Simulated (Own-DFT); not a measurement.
Simulation results for Al$_{32}$O$_{47}$ (corundum with one vacancy, atoms displaced)

A calculation, not a measurement: plane-wave PBE density functional theory by an unreviewed code, no spin, of a simulated periodic cell, stress positive in tension, free energy of the whole cell less one offset for each atom, defect cell not probed for a lower state with spin; oxygen file: force components 24 meV/angstrom off all-electron in one glass; forces on such cells passed a denser k mesh, this cell's mesh not checked; offsets are fitted by least squares, one for each functional and potential file, so energies compare only between cells with the same atoms and settings and are not formation energies; the far tail of each file's local potential was reset to the Coulomb form; each entry is a single point on an unrelaxed cell, so the pressure reflects the starting lattice, mostly measured values, from which strain is counted, and rises with the displacements; printed positions are rounded, which can move forces by about a meV/angstrom; the program is a retired in-house code; no spin-orbit coupling; before rounding, a Quantum ESPRESSO 7.3.1 run of the same cell and cutoff gave forces within 1 meV/angstrom rms on each cell, which checks the program and not the settings. Program: Own-DFT development build.

Common to all runs: functional PBE; potential files PseudoDojo norm-conserving, scalar-relativistic, standard set; wave cutoff 72 hartree; occupations Fermi-Dirac; smearing width 0.1 eV; k mesh 3 x 3 x 3 centred on Gamma.

(1) Al$_{32}$O$_{47}$ (corundum with one vacancy, atoms displaced)

```
Al32O47
1.0
      5.4940     0.0000     8.6604
     -2.7470     4.7579     8.6604
     -2.7470    -4.7579     8.6604
Al O Al O Al O Al O Al O Al O Al O Al O
4 6 4 6 4 6 4 6 4 6 4 5 4 6 4 6
Direct
  0.17202 0.17837 0.17587
  0.32868 0.32332 0.32210
  0.42810 0.42400 0.42194
  0.06823 0.07427 0.07744
  0.27980 0.46088 0.12970
  0.47088 0.12472 0.27626
  0.11917 0.27536 0.48075
  0.22209 0.03418 0.37567
  0.02839 0.37065 0.22137
  0.37645 0.21824 0.02974
  0.17265 0.17673 0.67611
  0.32195 0.32466 0.82609
  0.43057 0.42426 0.92064
  0.07921 0.07269 0.57390
  0.28274 0.47096 0.62547
  0.46711 0.12581 0.77423
  0.12227 0.28169 0.97042
  0.22258 0.03122 0.86946
  0.02609 0.37911 0.71865
  0.37316 0.21959 0.52838
  0.17019 0.67931 0.17859
  0.32331 0.82201 0.32566
  0.43186 0.92355 0.42707
  0.07444 0.56807 0.07640
  0.27758 0.96164 0.13379
  0.47154 0.62542 0.27707
  0.12730 0.78008 0.46568
  0.21801 0.53126 0.37727
  0.02010 0.87709 0.22048
  0.37592 0.72454 0.02982
  0.18007 0.67461 0.66588
  0.32260 0.82704 0.82952
  0.42190 0.92886 0.92722
  0.08121 0.57422 0.56844
  0.27920 0.97210 0.62165
  0.47202 0.62797 0.77658
  0.13087 0.77440 0.97504
  0.21861 0.53463 0.87249
  0.02974 0.87524 0.72318
  0.37355 0.72677 0.52538
  0.67859 0.17388 0.17741
  0.83137 0.32052 0.32660
  0.92500 0.42287 0.43153
  0.57876 0.07455 0.06925
  0.77854 0.47262 0.12858
  0.97118 0.12394 0.27802
  0.62948 0.27827 0.47046
  0.72079 0.02838 0.37202
  0.53237 0.37035 0.22114
  0.87630 0.22734 0.01801
  0.67370 0.18220 0.66851
  0.82413 0.32579 0.82695
  0.92734 0.42538 0.92439
  0.57347 0.07874 0.57196
  0.78068 0.47271 0.62665
  0.97555 0.12360 0.77723
  0.62353 0.27939 0.96877
  0.72080 0.02535 0.87445
  0.52321 0.37327 0.72448
  0.67678 0.67147 0.17648
  0.82574 0.82144 0.32836
  0.93251 0.92480 0.42660
  0.58111 0.57450 0.07153
  0.77560 0.97132 0.12840
  0.97563 0.61785 0.27632
  0.62514 0.78128 0.46933
  0.72020 0.53028 0.37160
  0.53063 0.87744 0.21801
  0.87155 0.72550 0.03238
  0.67522 0.68096 0.67144
  0.81698 0.82595 0.82861
  0.92783 0.93148 0.91632
  0.57328 0.57642 0.57346
  0.77641 0.97422 0.62421
  0.97429 0.61981 0.77868
  0.62290 0.78221 0.96887
  0.72383 0.52987 0.87348
  0.53153 0.87754 0.71913
  0.87543 0.71640 0.53337
```

```
free energy of cell above offsets : -56.698 eV
pressure                          : 6.92 GPa
stress xx                         : -6.87 GPa
stress yy                         : -6.55 GPa
stress zz                         : -7.34 GPa
stress yz                         : 0 GPa
stress xz                         : -0.17 GPa
stress xy                         : -0.28 GPa
```

Force:
```csv
element,x (eV/Å),y (eV/Å),z (eV/Å)
Al,1.331,-0.765,0.547
Al,-0.278,-0.556,-1.049
Al,-0.069,-0.062,0.648
Al,0.793,0.502,-0.183
O,-0.119,0.915,0.201
O,0.047,0.064,0.656
O,0.666,1.088,0.366
O,0.303,0.123,-1.237
O,-0.402,0.075,0.351
O,-0.35,0.561,-0.728
Al,0.142,0.322,0.167
Al,0.108,-0.219,0.058
Al,-1.169,-0.221,0.351
Al,-0.508,0.316,-0.634
O,0.169,0.729,-0.84
O,-0.268,0.192,0.905
O,0.41,-0.9,0.044
O,-0.696,-0.885,0.717
O,0.6,-0.275,0.21
O,0.146,0.741,0.517
Al,1.18,0.006,-0.571
Al,0.849,0.747,1.277
Al,-0.647,1.231,-0.767
Al,-0.133,0.848,0.476
O,-0.651,1.698,-0.478
O,0.113,-0.402,-0.182
O,-0.086,-0.828,0.142
O,1.185,0.319,-0.377
O,0.287,-0.146,0.965
O,-0.099,-0.319,-0.463
Al,-1.352,-0.905,1.49
Al,0.709,0.326,-0.904
Al,0.394,-0.113,0.099
Al,-1.387,-1.253,-0.427
O,-0.05,-0.761,0.773
O,0.182,-0.122,-0.157
O,-0.698,0.363,-0.528
O,0.62,-0.476,-0.221
O,0.32,0.058,-0.778
O,0.444,-0.386,-0.186
Al,0.065,0.121,-1.115
Al,-0.882,0.072,-0.044
Al,0.105,-0.038,-0.182
Al,-0.583,-0.759,0.007
O,0.576,0.204,-0.782
O,0.142,0.132,-0.057
O,-0.516,0.306,-0.864
O,-0.118,-0.627,1.033
O,-0.557,0.506,0.66
O,-0.26,-1.423,0.558
Al,0.932,-0.677,0.943
Al,0.091,0.594,-0.817
Al,-0.241,0.536,0.084
Al,0.386,-0.564,-0.631
O,-0.36,0.255,-0.872
O,-0.757,0.035,0.112
O,0.681,-0.113,0.535
O,-0.078,0.804,0.186
O,0.266,0.826,0.582
Al,-0.583,0.901,0.953
Al,0.004,0.564,-0.883
Al,-1.399,-0.079,-0.891
Al,-0.644,0.136,-0.741
O,0.707,0.665,-0.016
O,-0.82,0.004,0.761
O,0.561,-0.823,0.189
O,-0.186,-1.054,0.911
O,-0.112,-0.722,-0.494
O,0.615,-0.008,-0.487
Al,-0.328,-0.902,0.309
Al,1.129,0.196,0.238
Al,-0.136,-1.807,0.289
Al,0.159,-0.163,-0.241
O,0.562,-0.065,-0.023
O,-0.322,1.085,0.688
O,0.057,-0.696,-0.031
O,-0.381,-0.086,-0.024
O,-0.255,-0.213,-0.389
O,0.444,1.245,0.299
```

(2) Al$_{32}$O$_{47}$ (corundum with one vacancy, atoms displaced)

```
Al32O47
1.0
      5.4940     0.0000     8.6604
     -2.7470     4.7579     8.6604
     -2.7470    -4.7579     8.6604
Al O Al O Al O Al O Al O Al O Al O Al O
4 6 4 5 4 6 4 6 4 6 4 6 4 6 4 6
Direct
  0.18094 0.18390 0.15971
  0.31934 0.32229 0.32393
  0.43333 0.42512 0.41865
  0.07129 0.07661 0.08271
  0.28044 0.47165 0.11554
  0.47132 0.13852 0.28329
  0.13021 0.27637 0.46921
  0.21968 0.02705 0.36793
  0.05356 0.37218 0.20670
  0.36507 0.22266 0.04312
  0.17352 0.16998 0.67694
  0.32593 0.31387 0.82387
  0.44521 0.41562 0.91095
  0.07782 0.08137 0.56131
  0.28396 0.47642 0.62699
  0.12439 0.28661 0.96865
  0.23335 0.03694 0.86810
  0.03273 0.37402 0.71591
  0.38408 0.20490 0.53260
  0.18506 0.66747 0.17845
  0.32547 0.81838 0.31748
  0.41996 0.91948 0.43296
  0.06665 0.57625 0.08075
  0.26985 0.96247 0.13110
  0.48019 0.62087 0.26994
  0.12916 0.77029 0.47959
  0.20283 0.53854 0.38139
  0.03023 0.87971 0.23324
  0.36316 0.72665 0.02930
  0.16659 0.67580 0.67126
  0.32027 0.81456 0.81288
  0.42462 0.92273 0.92822
  0.05755 0.57897 0.58483
  0.28291 0.97060 0.62743
  0.47217 0.62703 0.77355
  0.14913 0.76724 0.97033
  0.21857 0.53208 0.87434
  0.02236 0.88015 0.70593
  0.38613 0.73274 0.51855
  0.66491 0.19885 0.17968
  0.84025 0.31917 0.32674
  0.92758 0.42620 0.41024
  0.58084 0.06840 0.06543
  0.76352 0.47187 0.12976
  0.97607 0.13069 0.27188
  0.61857 0.28479 0.47576
  0.72790 0.04281 0.35682
  0.52003 0.37651 0.21724
  0.87870 0.21563 0.02998
  0.68004 0.16958 0.66869
  0.82450 0.33025 0.82683
  0.93013 0.42394 0.92937
  0.57351 0.08749 0.57119
  0.77043 0.47062 0.63771
  0.97883 0.11926 0.77783
  0.63504 0.26106 0.98404
  0.71640 0.04496 0.87869
  0.52489 0.36952 0.72634
  0.86705 0.22169 0.53036
  0.65625 0.69598 0.17321
  0.82982 0.82290 0.31572
  0.92351 0.91498 0.41854
  0.58358 0.57056 0.07916
  0.78189 0.95767 0.13338
  0.96283 0.63647 0.26717
  0.61197 0.78775 0.46576
  0.72414 0.52850 0.36965
  0.53388 0.86339 0.22290
  0.86881 0.71684 0.02883
  0.68050 0.68217 0.67118
  0.81412 0.82905 0.82865
  0.92251 0.92084 0.92632
  0.57111 0.57240 0.58405
  0.78806 0.96587 0.63381
  0.98168 0.62543 0.77510
  0.65339 0.75623 0.97574
  0.71093 0.53231 0.88907
  0.52965 0.88014 0.71141
  0.87203 0.72222 0.53644
```

```
free energy of cell above offsets : -46.309 eV
pressure                          : 12.3 GPa
stress xx                         : -12.85 GPa
stress yy                         : -11.46 GPa
stress zz                         : -12.59 GPa
stress yz                         : -0.01 GPa
stress xz                         : 0.44 GPa
stress xy                         : -0.46 GPa
```

Force:
```csv
element,x (eV/Å),y (eV/Å),z (eV/Å)
Al,-0.504,-2.708,-0.211
Al,0.082,1.245,0.451
Al,-2.148,-0.728,-0.433
Al,1.179,0.888,-1.629
O,-0.396,-1.261,1.356
O,1.631,-2.104,-3.125
O,-1.621,0.04,-1.356
O,0.054,0.014,0.972
O,-3.601,-1.711,-0.572
O,3.454,1.076,0.285
Al,0.716,-0.548,1.643
Al,0.547,1.077,0.785
Al,-3.197,-1.292,1.037
Al,-0.179,-1.757,-0.669
O,1.328,0.153,-1.976
O,0.235,-0.975,-0.417
O,-1.489,-0.286,-0.377
O,-1.282,-0.319,0.333
O,-1.997,2.212,0.453
Al,-0.303,1.35,-0.78
Al,-1.559,-0.69,1.185
Al,-0.198,2.943,1.135
Al,2.762,2.513,-0.071
O,1.037,0.949,1.247
O,-2.075,-0.247,0.22
O,-0.128,1.807,-1.699
O,1.536,-1.203,0.241
O,1.97,-0.177,-3.516
O,2.894,0.081,2.607
Al,1.213,-0.738,3.319
Al,0.965,0.217,3.737
Al,0.173,0.96,-1.414
Al,2.841,-0.322,0.67
O,-0.541,1.522,-1.921
O,1.237,-1.092,-0.302
O,-5.06,-0.268,-3.113
O,0.304,0.216,-0.088
O,-0.711,-0.632,2.41
O,-1.176,-2.402,-3.106
Al,3.266,-1.748,-3.048
Al,-1.423,1.706,-2.917
Al,-1.098,-0.606,2.578
Al,-3.4,-2.162,2.959
O,3.258,-2.287,1.933
O,-0.551,-0.532,0.232
O,1.415,-0.326,0.06
O,-0.504,-2.852,1.583
O,-3.253,1.664,3.397
O,-0.232,1.102,0.544
Al,-1.788,-0.694,1.329
Al,0.529,-1.434,-0.749
Al,-1.144,0.37,-0.087
Al,0.881,-1.798,-1.755
O,1.05,1.397,-0.579
O,-0.522,0.339,-0.314
O,-0.494,2.493,-0.51
O,3.194,0.802,-2.965
O,1.095,0.347,0.304
O,1.582,1.103,1.552
Al,5.478,-3.962,-0.106
Al,-2.205,0.288,-0.343
Al,-1.658,0.095,4.484
Al,-1.747,0.717,-2.382
O,0.52,1.924,-1.34
O,1.02,-1.945,0.327
O,3.197,-1.39,2.743
O,0.323,-0.599,0.449
O,-3.892,3.413,1.921
O,0.81,0.76,1.739
Al,-1.969,-0.912,-0.961
Al,3.182,-0.026,1.415
Al,0.693,0.295,1.549
Al,0.696,1.582,-0.75
O,-0.704,2.487,-2.569
O,-1.956,-1.445,-2.149
O,-4.388,2.101,-3.26
O,2.649,1.423,-1.599
O,0.394,-0.624,1.085
O,-0.298,1.136,-1.111
```

(3) Al$_{32}$O$_{47}$ (corundum with one vacancy, atoms displaced)

```
Al32O47
1.0
      5.4940     0.0000     8.6604
     -2.7470     4.7579     8.6604
     -2.7470    -4.7579     8.6604
Al O Al O Al O Al O Al O Al O Al O Al O
4 6 4 6 4 5 4 6 4 6 4 6 4 6 4 6
Direct
  0.17744 0.17386 0.18848
  0.31655 0.31451 0.34322
  0.43365 0.42481 0.41569
  0.08333 0.07944 0.05623
  0.28171 0.47737 0.11265
  0.48090 0.12379 0.27667
  0.14030 0.26836 0.47938
  0.22160 0.04018 0.36982
  0.02787 0.38853 0.22392
  0.38454 0.23588 0.00933
  0.17772 0.18683 0.66286
  0.32094 0.32240 0.82637
  0.41915 0.44447 0.90438
  0.08718 0.05726 0.57390
  0.26430 0.49174 0.61665
  0.47263 0.12258 0.79261
  0.12164 0.26519 0.97513
  0.20663 0.03363 0.87854
  0.01960 0.36987 0.74428
  0.38398 0.22749 0.52489
  0.17983 0.66510 0.18747
  0.32066 0.80138 0.32963
  0.42431 0.92895 0.42618
  0.06892 0.58544 0.05910
  0.28187 0.97654 0.11622
  0.46702 0.62771 0.28168
  0.13160 0.76575 0.47234
  0.02767 0.86943 0.23215
  0.38371 0.70432 0.02709
  0.17348 0.68765 0.66955
  0.31559 0.82720 0.82455
  0.41559 0.93491 0.92222
  0.06042 0.59053 0.57071
  0.25818 0.97959 0.63225
  0.46175 0.62592 0.78812
  0.12284 0.77313 0.97263
  0.23775 0.51391 0.88031
  0.04317 0.87138 0.71561
  0.36892 0.71430 0.53162
  0.67435 0.15779 0.20355
  0.82272 0.32633 0.33032
  0.92398 0.42252 0.42989
  0.57838 0.09222 0.04926
  0.78247 0.47041 0.12057
  0.96074 0.13082 0.27372
  0.63507 0.27830 0.46116
  0.71727 0.04168 0.35791
  0.52671 0.36884 0.22132
  0.85414 0.22351 0.04312
  0.67393 0.18111 0.67238
  0.82784 0.33350 0.81636
  0.91771 0.43063 0.93285
  0.56292 0.09025 0.57801
  0.78386 0.47340 0.62483
  0.97052 0.13607 0.78106
  0.62067 0.29017 0.97413
  0.72123 0.03436 0.86365
  0.53032 0.37447 0.71788
  0.88783 0.21846 0.52459
  0.66993 0.67916 0.17780
  0.83955 0.81260 0.31041
  0.93237 0.92728 0.40682
  0.57338 0.57121 0.07274
  0.78309 0.95997 0.11588
  0.97288 0.62385 0.27815
  0.62983 0.76561 0.47439
  0.71714 0.52988 0.38257
  0.53301 0.86457 0.21575
  0.87268 0.72129 0.03517
  0.68886 0.67040 0.66647
  0.81485 0.84425 0.81718
  0.92416 0.91716 0.93156
  0.56658 0.58095 0.58176
  0.78478 0.97222 0.61103
  0.97250 0.62557 0.78426
  0.63387 0.76971 0.96931
  0.71387 0.52318 0.89342
  0.52061 0.88106 0.72719
  0.87239 0.72900 0.51873
```

```
free energy of cell above offsets : -45.501 eV
pressure                          : 13.02 GPa
stress xx                         : -12.87 GPa
stress yy                         : -14.33 GPa
stress zz                         : -11.84 GPa
stress yz                         : 1.11 GPa
stress xz                         : 0.51 GPa
stress xy                         : 0.93 GPa
```

Force:
```csv
element,x (eV/Å),y (eV/Å),z (eV/Å)
Al,0.161,3.157,-1.849
Al,3.76,5.379,0.121
Al,-1.319,0.443,0.343
Al,-4.638,-1.833,0.333
O,-1.243,-1.73,0.707
O,-1.291,-1.501,-1.468
O,-2.808,1.207,-2.533
O,1.027,-2.219,0.351
O,0.928,-1.271,-1.978
O,-1.206,-2.889,-1.327
Al,-2.353,-2.926,1.258
Al,-1.159,0.703,-0.197
Al,1.476,-5.658,3.249
Al,-3.023,1.779,0.826
O,2.348,-2.531,-0.069
O,0.955,1.699,-1.487
O,0.235,2.156,2.664
O,3.65,0.704,-1.052
O,1.34,2.601,-0.178
O,-2.065,-0.769,-1.122
Al,1.441,-0.818,-0.87
Al,-0.376,3.335,2.558
Al,1.527,0.766,-0.628
Al,1.657,-2.586,1.939
O,-0.751,-1.763,0.294
O,2.97,-1.277,-2.079
O,-2.602,2.308,-0.242
O,1.971,1.689,-1.267
O,-2.364,1.576,0.709
Al,0.607,-3.233,-1.886
Al,0.075,-0.881,0.674
Al,1.903,-1.847,0.175
Al,2.056,-2.49,0.091
O,3.64,-0.823,1.076
O,1.644,3.398,0.451
O,-0.229,1.057,0.501
O,-3.545,3.564,-3.823
O,-2.451,-0.681,-0.475
O,0.686,1.552,1.928
Al,-0.417,13.39,-6.3
Al,1.578,1.521,-0.68
Al,0.592,0.829,0.664
Al,-0.711,-1.463,1.893
O,-2.208,-1.564,2.083
O,0.994,-0.455,1.764
O,-2.027,-1.161,-0.08
O,1.005,-13.05,6.484
O,-1.662,0.094,1.875
O,2.557,0.039,0.949
Al,0.772,0.811,0.509
Al,-1.86,-3.963,0.12
Al,1.018,-0.34,-0.781
Al,3.547,-1.809,-0.369
O,-0.195,0.343,-0.382
O,0.866,-0.91,-2.218
O,0.796,0.472,-2.146
O,1.098,-0.315,0.379
O,0.407,1.338,0.133
O,-0.758,-0.352,-0.45
Al,1.98,-0.417,-0.679
Al,-2.498,1.06,0.019
Al,-2.313,-0.081,1.526
Al,-0.434,-0.803,0.524
O,-1.821,-0.796,1.497
O,0.848,-1.032,-0.336
O,-1.196,1.228,0.566
O,0.401,-0.16,-0.605
O,-2.956,1.271,1.986
O,-0.19,1.533,-1.179
Al,-2.624,-0.691,1.158
Al,1.228,-2.106,-2.102
Al,0.664,2.058,1.375
Al,1.077,0.21,-1.446
O,-0.919,-0.219,0.654
O,-0.56,1.14,0.179
O,-1.374,0.988,-0.032
O,2.568,3.57,-1.9
O,0.446,0.904,-0.732
O,-0.357,-0.456,0.361
```
